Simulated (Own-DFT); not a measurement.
# Which defects push the lattice out? 4H SiC

The numbers are computed, not measured, by runs of the plane-wave DFT program Own-DFT (in-house, retired, unreviewed) at fixed positions, with no spin and no spin-orbit coupling.

Method: PBE; PseudoDojo norm-conserving scalar-relativistic files; cutoff 42 hartree; 4 x 4 x 3 k mesh centred on Gamma; Fermi-Dirac smearing of 0.1 eV.

Limits (not all hold for every row): a neutral cation vacancy leaves holes that likely carry spin, which these runs leave out; not probed for a lower state with spin; forces on such cells failed a check on a denser k mesh; forces on such cells passed a denser k mesh, each cell not checked; stress not checked against mesh or cutoff.

All runs share one cell, with vectors in Å (9.248, 0.000, 0.000); (-4.624, 8.009, 0.000); (0.000, 0.000, 10.068) and a volume of 745.7 Å³. The atoms are randomly displaced, by u rms on each axis. The defect's site can differ from row to row.

| cell | formula | u (Å) | P (GPa) |
|---|---|---|---|
| no defect | C36Si36 | 0.0307 | 3.76 |
| no defect | C36Si36 | 0.0315 | 3.92 |
| no defect | C36Si36 | 0.0575 | 5.98 |
| one C on a Si site | C37Si35 | 0.0483 | 3.03 |
| one C on a Si site | C37Si35 | 0.0513 | 3.27 |
| one C on a Si site | C37Si35 | 0.0517 | 2.90 |
| one Si vacancy | C36Si35 | 0.0321 | 3.43 |
| one Si vacancy | C36Si35 | 0.0322 | ? |
| one Si vacancy | C36Si35 | 0.0322 | 3.32 |
| one Si vacancy | C36Si35 | 0.0324 | 2.96 |
| two Al on a Si site each | Al2C36Si34 | 0.0300 | 5.84 |
| two Al on a Si site each | Al2C36Si34 | 0.0488 | 7.11 |
| two Al on a Si site each | Al2C36Si34 | 0.0504 | 7.23 |
| one C vacancy | C35Si36 | 0.0293 | 3.36 |
| one C vacancy | C35Si36 | 0.0309 | 3.50 |
| one C vacancy | C35Si36 | 0.0464 | 4.77 |

## Worked fit

P = P0 + c u² + a shift for each defect gives P0 = 2.95 GPa, c = 915 ± 71 GPa/Å² and a scatter of 0.18 GPa. The shifts, and each times the cell's volume:

- two Al on a Si site each: 2.00 ± 0.15 GPa, 9.3 eV (4.6 eV for each of its 2 sites)
- one C vacancy: -0.29 ± 0.15 GPa, -1.3 eV (not resolved)
- one Si vacancy: -0.67 ± 0.15 GPa, -3.1 eV
- one C on a Si site: -2.22 ± 0.16 GPa, -10.3 eV

Positive is outwards. The product with the volume (160.2 GPa Å³ to the eV) is nearly free of the cell's size; divided by the bulk modulus at the cell's pressure it gives the volume that the defect adds. The atoms around the defects weren't relaxed, which would change these numbers.

## Check

Asked: what pressure belongs in the blank (one Si vacancy, u = 0.0322 Å)?

The fitted form gives 3.23 ± 0.21 GPa. Computed: 3.12 GPa.
